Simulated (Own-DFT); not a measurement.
GaN (wurtzite, strained, atoms displaced) (calculated)

A calculation, not a measurement: plane-wave PBE density functional theory by an unreviewed code, no spin, of a simulated periodic cell, stress positive in tension, free energy of the whole cell less one offset for each atom, forces on such cells passed a denser k mesh, this cell's mesh not checked; offsets are fitted by least squares, one for each functional and potential file, so energies compare only between cells with the same atoms and settings and are not formation energies; the far tail of each file's local potential was reset to the Coulomb form; each entry is a single point on an unrelaxed cell, so the pressure reflects the starting lattice, mostly measured values (interpolated for alloys), from which strain is counted, and rises with the displacements; printed positions are rounded, which can move forces by about a meV/angstrom; the program, named Own-DFT, is a retired in-house code; no spin-orbit coupling. Program: Own-DFT development build.

GaN (wurtzite, strained, atoms displaced)

```cif
# cell vector a (Å): 12.5824 -0.0959 -0.1656
# cell vector b (Å): -4.7807 8.3283 0.1898
# cell vector c (Å): -0.1346 0.1598 10.5192
data_GaN
_symmetry_space_group_name_H-M 'P 1'
_symmetry_Int_Tables_number 1
_cell_length_a 12.5839
_cell_length_b 9.6048
_cell_length_c 10.5213
_cell_angle_alpha 87.748
_cell_angle_beta 91.494
_cell_angle_gamma 120.302
_cell_volume 1097.05
loop_
_atom_site_label
_atom_site_type_symbol
_atom_site_fract_x
_atom_site_fract_y
_atom_site_fract_z
_atom_site_occupancy
Ga1 Ga 0.08278 0.22518 0.00217 1
Ga2 Ga 0.17639 0.12349 0.24814 1
N1 N 0.08362 0.22107 0.18530 1
N2 N 0.17001 0.11227 0.43876 1
Ga3 Ga 0.08067 0.21846 0.49267 1
Ga4 Ga 0.16439 0.11053 0.74453 1
N3 N 0.09344 0.22379 0.68703 1
N4 N 0.16047 0.10563 0.94124 1
Ga5 Ga 0.08517 0.55603 0.99638 1
Ga6 Ga 0.16661 0.44188 0.24219 1
N5 N 0.08120 0.55503 0.18000 1
N6 N 0.16705 0.44494 0.43428 1
Ga7 Ga 0.08753 0.55774 0.49985 1
Ga8 Ga 0.16907 0.44796 0.75631 1
N7 N 0.08250 0.54986 0.68698 1
N8 N 0.16722 0.45524 0.94597 1
Ga9 Ga 0.09232 0.89351 0.99254 1
Ga10 Ga 0.17542 0.78326 0.24827 1
N9 N 0.08946 0.88862 0.19816 1
N10 N 0.16562 0.77588 0.43617 1
Ga11 Ga 0.08945 0.89118 0.49974 1
Ga12 Ga 0.16820 0.77236 0.75335 1
N11 N 0.08074 0.88602 0.68530 1
N12 N 0.17043 0.77482 0.93835 1
Ga13 Ga 0.33422 0.23228 0.99958 1
Ga14 Ga 0.42606 0.11709 0.25242 1
N13 N 0.32849 0.22690 0.18714 1
N14 N 0.41943 0.10665 0.44012 1
Ga15 Ga 0.33882 0.21877 0.49617 1
Ga16 Ga 0.41514 0.11210 0.74289 1
N15 N 0.33548 0.21956 0.69118 1
N16 N 0.41517 0.11026 0.94094 1
Ga17 Ga 0.32890 0.54707 0.99134 1
Ga18 Ga 0.41852 0.43430 0.24697 1
N17 N 0.33651 0.56068 0.19453 1
N18 N 0.41202 0.44039 0.44240 1
Ga19 Ga 0.33263 0.56507 0.50433 1
Ga20 Ga 0.42757 0.44048 0.75421 1
N19 N 0.33814 0.55635 0.69121 1
N20 N 0.41669 0.44399 0.94049 1
Ga21 Ga 0.33953 0.88470 0.99333 1
Ga22 Ga 0.41478 0.77488 0.25114 1
N21 N 0.33427 0.89689 0.17783 1
N22 N 0.42335 0.78672 0.43855 1
Ga23 Ga 0.33045 0.88744 0.49455 1
Ga24 Ga 0.41935 0.79537 0.74494 1
N23 N 0.34345 0.90881 0.68206 1
N24 N 0.41522 0.77096 0.93310 1
Ga25 Ga 0.57764 0.21499 0.00246 1
Ga26 Ga 0.67039 0.10756 0.25732 1
N25 N 0.58369 0.22283 0.17965 1
N26 N 0.66676 0.10703 0.43638 1
Ga27 Ga 0.58009 0.21831 0.51169 1
Ga28 Ga 0.65656 0.09821 0.74890 1
N27 N 0.58512 0.22485 0.68949 1
N28 N 0.66695 0.10668 0.93591 1
Ga29 Ga 0.58217 0.55192 0.00615 1
Ga30 Ga 0.66775 0.43982 0.24600 1
N29 N 0.58383 0.55781 0.19637 1
N30 N 0.66749 0.44721 0.44122 1
Ga31 Ga 0.58596 0.55744 0.50403 1
Ga32 Ga 0.66539 0.43921 0.74565 1
N31 N 0.58649 0.56360 0.68800 1
N32 N 0.66776 0.45637 0.93571 1
Ga33 Ga 0.58612 0.88858 0.00181 1
Ga34 Ga 0.66504 0.78052 0.24909 1
N33 N 0.57644 0.88486 0.19580 1
N34 N 0.66401 0.77012 0.43564 1
Ga35 Ga 0.58311 0.89709 0.49972 1
Ga36 Ga 0.66439 0.77008 0.74243 1
N35 N 0.57915 0.88372 0.69060 1
N36 N 0.66446 0.77770 0.92875 1
Ga37 Ga 0.82542 0.22029 0.00888 1
Ga38 Ga 0.91879 0.10952 0.25592 1
N37 N 0.83558 0.21987 0.18871 1
N38 N 0.91636 0.10655 0.43816 1
Ga39 Ga 0.83342 0.22362 0.49510 1
Ga40 Ga 0.91754 0.12248 0.74909 1
N39 N 0.83314 0.21480 0.68298 1
N40 N 0.91736 0.11849 0.94137 1
Ga41 Ga 0.83213 0.55321 0.99632 1
Ga42 Ga 0.91235 0.44485 0.25168 1
N41 N 0.82893 0.55311 0.19582 1
N42 N 0.90809 0.44150 0.43354 1
Ga43 Ga 0.83526 0.55954 0.49282 1
Ga44 Ga 0.91260 0.44106 0.75620 1
N43 N 0.83247 0.55822 0.68087 1
N44 N 0.91980 0.45012 0.93998 1
Ga45 Ga 0.83525 0.88912 0.00269 1
Ga46 Ga 0.91591 0.77288 0.24823 1
N45 N 0.83041 0.87838 0.18681 1
N46 N 0.91903 0.78904 0.43547 1
Ga47 Ga 0.82849 0.88507 0.50848 1
Ga48 Ga 0.92260 0.77972 0.74939 1
N47 N 0.83130 0.88545 0.68737 1
N48 N 0.90971 0.76860 0.93412 1
```

- functional: PBE
- potential files: PseudoDojo norm-conserving, scalar-relativistic, standard set
- wave cutoff: 42 hartree
- occupations: Fermi-Dirac
- smearing width: 0.1 eV
- hardware: one NVIDIA H200
- k mesh: 3 x 4 x 3 centred on Gamma
- free energy of cell above offsets: 25.033 eV
- pressure: 7.21 GPa
- stress xx: -11.59 GPa
- stress yy: -7.66 GPa
- stress zz: -2.39 GPa
- stress yz: 3.14 GPa
- stress xz: -2.32 GPa
- stress xy: -2.43 GPa
- wall time: 1142 s

Force:
```tsv
element	x (eV/Å)	y (eV/Å)	z (eV/Å)
Ga	0.015	-0.398	-0.308
Ga	-2.121	-2.857	1.244
N	-0.153	0.143	0.526
N	-0.05	0.116	-0.365
Ga	1.315	0.823	1.142
Ga	1.499	-0.887	1.124
N	-2.83	1.088	-0.477
N	0.36	1.996	-1.036
Ga	-1.01	0.557	1.369
Ga	-0.385	0.581	0.731
N	0.004	0.268	1.141
N	-0.538	0.043	-0.084
Ga	-0.68	-1.161	-0.32
Ga	0.944	-0.653	-0.723
N	-0.348	0.709	0.262
N	0.393	-2.31	-1.691
Ga	-0.916	-1.809	1.766
Ga	-0.719	-1.277	-0.274
N	-1.148	0.782	-1.644
N	0.215	0.007	0.007
Ga	-1.179	-0.25	-0.476
Ga	-0.304	0.526	-0.765
N	1.775	0.595	0.16
N	-0.466	0.622	-0.832
Ga	0.318	-2.497	0.132
Ga	-1.346	-0.99	-0.603
N	3.242	0.046	-1.04
N	-0.347	0.537	-0.953
Ga	-1.128	0.843	0.865
Ga	0.478	0.704	2.318
N	-0.812	0.967	-0.778
N	-0.66	0.1	-1.135
Ga	1.212	1.79	1.754
Ga	-1.408	1.991	1.795
N	0.366	-0.995	-1.489
N	0.508	0.587	-0.473
Ga	1.15	-1.316	-0.162
Ga	-2.16	0.098	-0.534
N	-0.417	0.641	0.335
N	-0.002	0.454	-0.635
Ga	-0.505	0.47	0.686
Ga	-1.042	0.023	0.135
N	1.308	0.17	1.17
N	-1.717	-0.84	-0.286
Ga	0.816	-0.28	0.549
Ga	0.29	-2.835	0.881
N	-1.208	-2.48	-0.455
N	0.302	0.696	0.033
Ga	0.777	0.974	-1.5
Ga	-0.779	-0.077	-1.295
N	0.983	0.171	1.656
N	-0.789	1.375	0.61
Ga	1.157	1.164	-1.933
Ga	1.646	0.963	0.426
N	0.004	-0.54	0.434
N	-1.305	0.457	0.042
Ga	0.15	1.481	-0.036
Ga	-1.306	0.008	1.431
N	0.548	-0.279	-1.375
N	-0.451	-1.399	-0.534
Ga	-0.78	-0.892	-0.928
Ga	0.297	1.565	0.764
N	0.79	-1.978	-0.53
N	0.137	-2.193	-0.216
Ga	-0.143	-0.981	-0.047
Ga	0.54	-0.762	0.727
N	1.208	1.364	-1.487
N	-0.703	1.549	0.452
Ga	1.688	-1.62	0.669
Ga	0.024	1.678	1.575
N	0.852	0.919	-1.395
N	0.206	-0.165	1.44
Ga	1.598	0.491	-1.15
Ga	0.258	-0.919	-0.935
N	-0.613	0.217	0.8
N	-1.071	0.182	0.028
Ga	0.63	-0.127	0.706
Ga	2.158	-1.847	0.817
N	-2.264	1.437	-0.1
N	-0.47	-0.414	-0.472
Ga	0.11	0.21	0.974
Ga	1.407	-0.059	-0.597
N	0.88	0.456	-1.94
N	1.529	0.514	0.485
Ga	-0.111	0.705	0.677
Ga	-0.153	-0.141	-1.229
N	0.627	-0.318	0.673
N	-0.809	-1.245	-0.217
Ga	-0.305	-0.142	-1.016
Ga	0.687	0.783	0.672
N	-0.421	1.508	-0.023
N	0.35	-0.811	0.307
Ga	0.648	-0.13	-1.289
Ga	-1.733	-0.977	0.074
N	0.359	1.054	0.754
N	1.052	1.653	0.465
```
